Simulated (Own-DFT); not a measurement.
# Computed records: SiC (2H silicon carbide, atoms displaced)

A calculation, not a measurement: plane-wave PBE density functional theory by an unreviewed code, no spin, of a simulated periodic cell, stress positive in tension, free energy of the whole cell less one offset for each atom, forces on such cells passed a denser k mesh, this cell's mesh not checked; offsets are fitted by least squares, one for each functional and potential file, so energies compare only between cells with the same atoms and settings and are not formation energies; the far tail of each file's local potential was reset to the Coulomb form; each entry is a single point on an unrelaxed cell, so the pressure reflects the starting lattice, mostly measured values (interpolated for alloys), from which strain is counted, and rises with the displacements; printed positions are rounded, which can move forces by about a meV/angstrom; the program, named Own-DFT, is a retired in-house code; no spin-orbit coupling. Program: Own-DFT development build.

Common to all runs: functional PBE; potential files PseudoDojo norm-conserving, scalar-relativistic, standard set; wave cutoff 42 hartree; occupations Fermi-Dirac; smearing width 0.1 eV; hardware one NVIDIA H100; k mesh 4 x 4 x 3 centred on Gamma.

(1) SiC (2H silicon carbide, atoms displaced)

```xyz
72
Lattice="9.2481 0.0000 0.0000 -4.6241 8.0091 0.0000 0.0000 0.0000 10.0681" Properties=species:S:1:pos:R:3 SiC
Si    -0.0014     0.0285     0.0053
Si     0.0025     1.7592     2.5813
C      4.6144     8.0049     1.8729
C      0.0171     1.7779     4.3980
Si    -4.5959     7.9975     5.0473
Si    -0.0137     1.7711     7.5737
C      4.6129     8.0057     6.9078
C     -0.0290     1.7546     9.4143
Si     7.7178     2.5977    10.0482
Si    -1.4759     4.4285     2.4901
C     -1.4996     2.7301     1.8685
C     -1.5501     4.4662     4.4030
Si    -1.5378     2.6834     5.0961
Si    -1.5578     4.4430     7.5453
C      7.6982     2.6192     6.9335
C     -1.5546     4.4619     9.4292
Si     6.1173     5.3234    10.0450
Si    -3.1056     7.1314     2.4982
C      6.1440     5.3009     1.9452
C     -3.0613     7.1495     4.4311
Si     6.1573     5.3040     5.0082
Si    -3.0648     7.1301     7.5638
C      6.1515     5.3426     6.9630
C     -3.0348     7.1365     9.4217
Si     3.0830     0.0080     0.0460
Si     3.0819     1.7860     2.4905
C     -1.5577     7.9612     1.9275
C      3.1006     1.7567     4.4041
Si    -1.5366     8.0055     5.0441
Si     3.0735     1.7761     7.5182
C     -1.5118     7.9677     6.8809
C      3.0818     1.7688     9.4341
Si     1.5096     2.6927     0.0035
Si     1.5364     4.4461     2.5185
C      1.5390     2.6952     1.8721
C      1.5633     4.4018     4.3976
Si     1.5264     2.6428     5.0568
Si     1.5668     4.4177     7.5149
C      1.5747     2.6447     6.9939
C      1.5723     4.4734     9.4582
Si     0.0051     5.3767    10.0198
Si    -0.0020     7.0468     2.5469
C     -0.0342     5.3895     1.8609
C      0.0397     7.1023     4.4353
Si     0.0051     5.3455     5.0171
Si    -0.0131     7.1224     7.5383
C     -0.0223     5.2865     6.9390
C     -0.0343     7.1245     9.4076
Si     6.2198     0.0021    10.0002
Si     6.1820     1.7483     2.4814
C      1.5624     7.9861     1.8914
C      6.1753     1.7378     4.4416
Si     6.1348     0.0238     5.0271
Si     6.1421     1.7765     7.5619
C      6.1978     0.0325     6.9604
C      6.1599     1.8005     9.4925
Si     4.5701     2.7006    10.0668
Si     4.6247     4.4417     2.5127
C      4.6555     2.6454     1.8826
C      4.6340     4.4610     4.4274
Si     4.5918     2.6755     4.9818
Si     4.6151     4.4182     7.5213
C      4.6350     2.6650     6.9382
C      4.6486     4.4330     9.4529
Si     3.0897     5.3614     0.0641
Si     3.0916     7.1496     2.5681
C      3.0686     5.3179     1.8678
C      3.0615     7.1150     4.4045
Si     3.0161     5.3339     4.9987
Si     3.0608     7.1045     7.5629
C      3.0656     5.3066     6.9186
C      3.1021     7.0550     9.4212
```

| Property | Result |
| --- | --- |
| free energy of cell above offsets | -10.744 eV |
| pressure | 3.68 GPa |
| stress xx | -2.63 GPa |
| stress yy | -3.16 GPa |
| stress zz | -5.25 GPa |
| stress yz | 0.17 GPa |
| stress xz | -0.42 GPa |
| stress xy | -0.59 GPa |
| wall time | 366.2 s |

Force:
```csv
element,x (eV/Å),y (eV/Å),z (eV/Å)
Si,0.38,-1.233,-0.669
Si,0.059,0.761,-1.932
C,-0.008,0.404,0.613
C,-0.552,-0.113,1.369
Si,-0.657,-0.045,-0.185
Si,0.213,-0.405,-0.796
C,0.268,-0.086,0.804
C,0.698,0.344,0.674
Si,-0.312,2.323,0.364
Si,-1.681,0.979,0.424
C,-0.154,-2.286,0.341
C,0.669,-0.678,-0.046
Si,-0.189,-0.44,-1.413
Si,-0.159,-0.344,0.382
C,0.109,1.021,0.554
C,0.279,-0.74,0.356
Si,1.558,0.439,0.834
Si,0.189,-1.002,0.731
C,0.67,0.833,-1.139
C,-0.441,-0.886,-0.662
Si,0.235,1.348,0.877
Si,-0.318,-0.218,-0.616
C,0.043,-0.227,-1.054
C,-1.207,-0.085,0.948
Si,0.303,-0.174,-0.647
Si,0.149,-0.419,0.236
C,0.527,0.893,-0.243
C,-0.767,0.347,-0.124
Si,0.376,-0.27,-0.711
Si,1.122,-0.911,0.874
C,-0.654,0.989,0.828
C,-0.595,0.259,0.196
Si,0.487,-0.225,-0.536
Si,-0.241,0.253,-0.646
C,-0.222,-0.797,0.631
C,-1.12,0.296,0.032
Si,0.779,-0.116,-0.013
Si,-0.689,0.656,1.29
C,-1.315,0.006,-1.529
C,-0.52,-0.26,-0.465
Si,-0.36,-0.671,0.152
Si,0.28,2.154,-0.289
C,1.162,-1.573,0.067
C,-0.891,0.072,-0.375
Si,-0.079,-0.713,0.777
Si,0.679,-0.579,-0.039
C,0.813,0.713,-0.643
C,0.927,0.642,0.544
Si,-1.321,-0.498,1.117
Si,0.399,0.57,0.626
C,-0.382,-0.149,-0.466
C,-0.161,1.607,-1.03
Si,1.077,-0.68,0.856
Si,0.38,0.206,0.479
C,-1.029,-0.979,-0.62
C,-0.394,-0.478,-1.07
Si,0.978,-0.83,0.156
Si,-0.19,-0.346,0.254
C,-0.775,0.268,0.304
C,-1.076,-0.271,-0.653
Si,1.071,-0.222,0.976
Si,0.074,0.703,0.706
C,-0.527,-0.288,-0.823
C,-1.433,0.437,-0.563
Si,0.184,-1.105,-1.676
Si,-0.308,-0.941,-1.298
C,0.352,0.684,1.845
C,0.371,0.244,0.744
Si,1.66,0.142,0.787
Si,0.746,-0.341,-0.701
C,0.175,0.591,-0.524
C,0.287,1.441,0.452
```

(2) SiC (2H silicon carbide, atoms displaced)

```xyz
72
Lattice="9.2481 0.0000 0.0000 -4.6241 8.0091 0.0000 0.0000 0.0000 10.0681" Properties=species:S:1:pos:R:3 SiC
Si     9.2398     0.0107     0.0021
Si    -0.0475     1.7403     2.5039
C     -0.0264     0.0578     1.8848
C     -0.0077     1.7526     4.4222
Si    -0.0088     0.0556     5.0323
Si    -0.0178     1.8043     7.5479
C      0.0204     0.0797     6.9102
C      0.0058     1.7990     9.4356
Si     7.7251     2.6372    10.0644
Si    -1.5596     4.4660     2.5691
C     -1.5248     2.6647     1.8906
C     -1.5705     4.5224     4.3859
Si    -1.5197     2.6764     5.0653
Si    -1.5269     4.4451     7.5748
C     -1.5194     2.7281     6.9127
C     -1.4603     4.4174     9.4558
Si     6.1291     5.3508     0.0042
Si    -3.0619     7.1091     2.5346
C     -3.0038     5.3081     1.8779
C     -3.0622     7.1238     4.3828
Si     6.1131     5.2919     5.0094
Si    -3.1533     7.1290     7.5535
C      6.1574     5.3277     6.9406
C     -3.0556     7.1299     9.3846
Si     3.0590     0.0039    10.0605
Si     3.0498     1.8281     2.5027
C     -1.5283     7.9940     1.8374
C      3.0593     1.7532     4.4168
Si    -1.5335     8.0035     5.0527
Si     3.0172     1.7884     7.5555
C      3.0824     0.0297     6.8769
C      3.1258     1.8038     9.3847
Si     1.5194     2.6294    10.0605
Si     1.5726     4.3949     2.4805
C      1.5654     2.6346     1.8739
C      1.5316     4.4518     4.4226
Si     1.5578     2.6547     5.0089
Si     1.5500     4.4065     7.5441
C      1.5155     2.6686     6.9220
C      1.5380     4.5222     9.4336
Si    -0.0042     5.2945     0.0321
Si     0.0208     7.0964     2.5765
C     -0.0078     5.3303     1.8849
C     -0.0118     7.1762     4.4930
Si     0.0211     5.3339     5.0644
Si     0.0237     7.1014     7.5798
C      0.0443     5.3424     6.9196
C      0.0357     7.1009     9.4439
Si     6.1288     0.0059     0.0090
Si     6.1744     1.7585     2.4921
C      6.2155     0.0281     1.8954
C      6.1469     1.7636     4.4048
Si     1.5574     7.9638     5.0190
Si     6.2198     1.7681     7.5595
C      6.1334     0.0293     6.9359
C      6.1200     1.8119     9.4135
Si     4.6165     2.7198     0.0351
Si     4.6235     4.4471     2.4871
C      4.6777     2.6727     1.8972
C      4.6029     4.4311     4.3957
Si     4.5858     2.6879     5.0399
Si     4.6134     4.5168     7.6193
C      4.6509     2.6653     6.9478
C      4.6713     4.4395     9.4823
Si     3.0979     5.3565    10.0567
Si     3.0770     7.1231     2.5320
C      3.0936     5.3730     1.8906
C      3.0709     7.1074     4.4484
Si     3.0809     5.3154     5.0639
Si     3.0967     7.0963     7.5431
C      3.1161     5.2813     6.9332
C      3.1005     7.1011     9.4636
```

| Item | Value |
| --- | --- |
| free energy of cell above offsets | -10.213 eV |
| pressure | 3.86 GPa |
| stress xx | -2.51 GPa |
| stress yy | -2.77 GPa |
| stress zz | -6.31 GPa |
| stress yz | -0.5 GPa |
| stress xz | -0.8 GPa |
| stress xy | 0.38 GPa |
| wall time | 366.4 s |

Force:
```csv
element,x (eV/Å),y (eV/Å),z (eV/Å)
Si,0.338,-0.162,-0.307
Si,0.859,1.461,0.723
C,0.705,-2.245,0.017
C,0.063,1.428,-0.738
Si,0.486,-1.728,-0.044
Si,0.241,0.406,0.031
C,-1.096,-1.38,0.234
C,-0.277,-0.884,-0.185
Si,-0.816,0.633,0.182
Si,1.293,-0.872,-1.344
C,-0.388,0.333,0.14
C,0.78,-1.425,1.392
Si,-1.008,0.258,-1.309
Si,0.171,0.933,-0.116
C,-0.163,-1.045,0.544
C,-1.986,0.15,-0.197
Si,2.311,-0.009,-0.111
Si,-0.145,0.379,-0.918
C,-2.187,1.061,0.119
C,-0.857,-0.274,0.89
Si,0.564,1.372,0.768
Si,1.966,0.144,-1.338
C,-0.038,0.535,-0.141
C,-1.104,-0.177,1.475
Si,1.346,0.073,-0.817
Si,1.626,-1.84,0.327
C,-0.003,0.508,1.493
C,0.307,0.629,-0.669
Si,-0.72,0.245,-0.269
Si,2.021,-0.167,-1.034
C,-0.48,-0.881,1.87
C,-1.201,-0.207,1.775
Si,1.247,1.323,-0.49
Si,-0.73,1.235,0.538
C,-1.287,0.411,-0.05
C,0.322,-0.421,-0.629
Si,-0.628,0.091,0.49
Si,-0.122,0.91,0.356
C,0.052,-0.034,-0.281
C,0.596,-1.921,0.298
Si,0.436,1.429,-0.449
Si,-0.18,0.634,-0.86
C,0.618,-0.297,1.108
C,0.573,-1.774,-1.555
Si,-0.806,0.671,-0.525
Si,-0.723,0.728,-0.639
C,-0.555,-0.313,0.437
C,-1.222,-0.131,0.479
Si,0.825,0.155,-0.345
Si,0.489,0.661,1.044
C,-1.19,-1.055,0.075
C,0.475,0.328,0.113
Si,-0.49,1.745,1.001
Si,-1.408,0.818,-0.606
C,1.442,-1.079,-0.168
C,1.161,-0.542,1.115
Si,0.253,-1.312,-0.877
Si,0.612,0.34,0.419
C,-1.402,0.071,-0.044
C,-0.341,0.223,-0.426
Si,0.805,-1.005,0.526
Si,1.138,-2.475,-1.069
C,-0.724,0.654,0.016
C,-1.341,0.95,-0.194
Si,-0.197,-0.31,0.397
Si,0.378,0.219,0.08
C,0.019,-0.816,-0.133
C,0.736,-0.295,-0.539
Si,0.18,0.125,-0.578
Si,-0.543,0.734,-0.035
C,-0.884,1.218,0.173
C,-0.194,0.855,-0.615
```

(3) SiC (2H silicon carbide, atoms displaced)

```xyz
72
Lattice="9.2481 0.0000 0.0000 -4.6241 8.0091 0.0000 0.0000 0.0000 10.0681" Properties=species:S:1:pos:R:3 SiC
Si     9.2032     0.0226    10.0556
Si     0.0188     1.7915     2.4902
C      4.5338     7.9829     1.8580
C      0.0089     1.7677     4.4204
Si     4.5945     8.0077     5.0225
Si    -0.0610     1.7952     7.5294
C     -4.5743     8.0073     6.8873
C      0.0081     1.7998     9.4000
Si    -1.5170     2.6586    10.0490
Si    -1.5136     4.4229     2.4921
C      7.7272     2.6015     1.8978
C     -1.4826     4.3970     4.3780
Si     7.6726     2.6405     5.0762
Si    -1.5693     4.4601     7.5807
C     -1.5423     2.6873     6.8815
C     -1.5570     4.4253     9.4397
Si     6.1524     5.3056     9.9864
Si    -3.0705     7.1581     2.5044
C      6.1325     5.3463     1.8697
C     -3.0882     7.1058     4.4186
Si    -3.0439     5.3003     4.9991
Si    -3.0869     7.0668     7.5543
C      6.1285     5.3567     6.9097
C     -3.0586     7.0839     9.4125
Si     3.0826     0.0198     0.0079
Si     3.1190     1.7462     2.5259
C      3.0458     0.0279     1.8597
C      3.1001     1.7681     4.3602
Si    -1.5167     8.0038     5.0111
Si     3.0993     1.8068     7.5298
C      3.0938     0.0154     6.9295
C      3.0942     1.7864     9.4210
Si     1.5463     2.6218    10.0639
Si     1.5836     4.4884     2.5318
C      1.5743     2.6823     1.9349
C      1.5255     4.4355     4.4238
Si     1.5588     2.7012     4.9922
Si     1.5182     4.4104     7.5358
C      1.5570     2.6766     6.9541
C      1.5024     4.4687     9.4522
Si    -0.0215     5.3827    10.0321
Si    -0.0260     7.1234     2.5122
C      0.0572     5.3153     1.9137
C     -0.0094     7.1229     4.4276
Si     0.0176     5.3649     5.0530
Si     0.0420     7.1405     7.5636
C      0.0010     5.3566     7.0178
C     -0.0642     7.0831     9.4784
Si     6.1440     0.0508    10.0659
Si     6.1778     1.7098     2.5156
C      6.1324     0.0021     1.9031
C      6.1434     1.7875     4.4178
Si     1.5936     7.9888     4.9912
Si     6.2352     1.7467     7.5571
C      1.5470     7.9402     6.9201
C      6.1610     1.7947     9.4387
Si     4.6319     2.6890     0.0146
Si     4.6071     4.4777     2.4809
C      4.6534     2.6660     1.8828
C      4.6972     4.4539     4.4035
Si     4.6045     2.6436     5.0213
Si     4.6579     4.4334     7.5152
C      4.6001     2.6392     6.9568
C      4.6451     4.4980     9.4149
Si     3.0737     5.2873    10.0517
Si     3.0947     7.0887     2.5069
C      3.1154     5.3404     1.8981
C      3.0369     7.1655     4.4125
Si     3.1226     5.3200     5.0675
Si     3.0424     7.1103     7.5845
C      3.1255     5.2505     6.9347
C      3.1561     7.1624     9.3727
```

| Property | Result |
| --- | --- |
| free energy of cell above offsets | -10.138 eV |
| pressure | 3.9 GPa |
| stress xx | -3.59 GPa |
| stress yy | -2.9 GPa |
| stress zz | -5.21 GPa |
| stress yz | -0.02 GPa |
| stress xz | 0 GPa |
| stress xy | -0.11 GPa |
| wall time | 383 s |

Force:
```csv
element,x (eV/Å),y (eV/Å),z (eV/Å)
Si,1.732,-0.405,-0.39
Si,-0.065,-0.671,0.906
C,2.039,0.964,0.339
C,-0.278,0.229,-0.345
Si,1.013,0.09,0.113
Si,2.082,-0.763,-0.507
C,-1.598,-0.04,0.847
C,-0.302,-0.454,0.561
Si,-0.314,-0.02,0.746
Si,-0.549,0.005,-0.077
C,-0.43,1.047,-0.633
C,-0.547,0.652,0.856
Si,1.016,0.332,-2.149
Si,0.239,0.205,-0.817
C,-0.436,0.101,1.574
C,0.288,0.048,0.166
Si,0.513,1.149,1.907
Si,-1.234,-1.111,-0.025
C,1.234,0.061,-0.321
C,0.217,0.147,-0.606
Si,0.507,0.695,0.122
Si,0.418,1.86,-0.464
C,1.245,-1.075,-0.346
C,-0.557,0.911,0.771
Si,-0.719,-0.309,-0.962
Si,-0.306,1.203,-0.798
C,0.754,-0.566,0.585
C,-0.283,0.114,0.988
Si,-0.939,0.176,0.996
Si,-0.858,-1.076,0.515
C,0.133,-0.452,-0.185
C,0.151,0.056,0.467
Si,0.13,1.35,0.274
Si,-0.37,-0.982,0.013
C,-0.001,-0.318,-0.875
C,1.092,1.206,-0.158
Si,-0.412,-1.342,1.005
Si,0.8,0.635,0.678
C,-0.809,-0.474,-1.12
C,0.589,-0.736,-0.186
Si,0.229,-1.719,1.286
Si,-0.002,-0.545,0.069
C,-1.174,0.78,-0.842
C,0.676,-0.032,-0.697
Si,-0.473,-0.746,0.36
Si,-1.722,-0.222,0.257
C,-0.286,-0.31,-1.598
C,1.538,2.027,-0.74
Si,0.333,-1.452,-0.071
Si,0.02,1.805,0.283
C,0.455,-1.062,-0.452
C,0.353,-0.729,-0.052
Si,-2.347,0.979,1.132
Si,-1.735,0.076,-0.48
C,0.558,1.389,-0.3
C,0.312,0.07,-0.113
Si,-0.203,0.166,-0.642
Si,1.368,-0.972,0.846
C,-0.189,-0.078,0.309
C,-1.646,-0.507,-0.336
Si,0.372,0.552,0.41
Si,-0.56,-0.494,0.573
C,1.823,0.289,-0.974
C,-0.96,-1.617,-0.106
Si,0.115,1.476,-0.296
Si,-1.071,0.591,0.3
C,-0.829,0.054,-0.555
C,1.892,-2.04,-0.755
Si,-0.267,0.182,-0.537
Si,1.973,-0.808,-1.966
C,-1.201,1.532,0.127
C,-2.536,-1.079,2.095
```
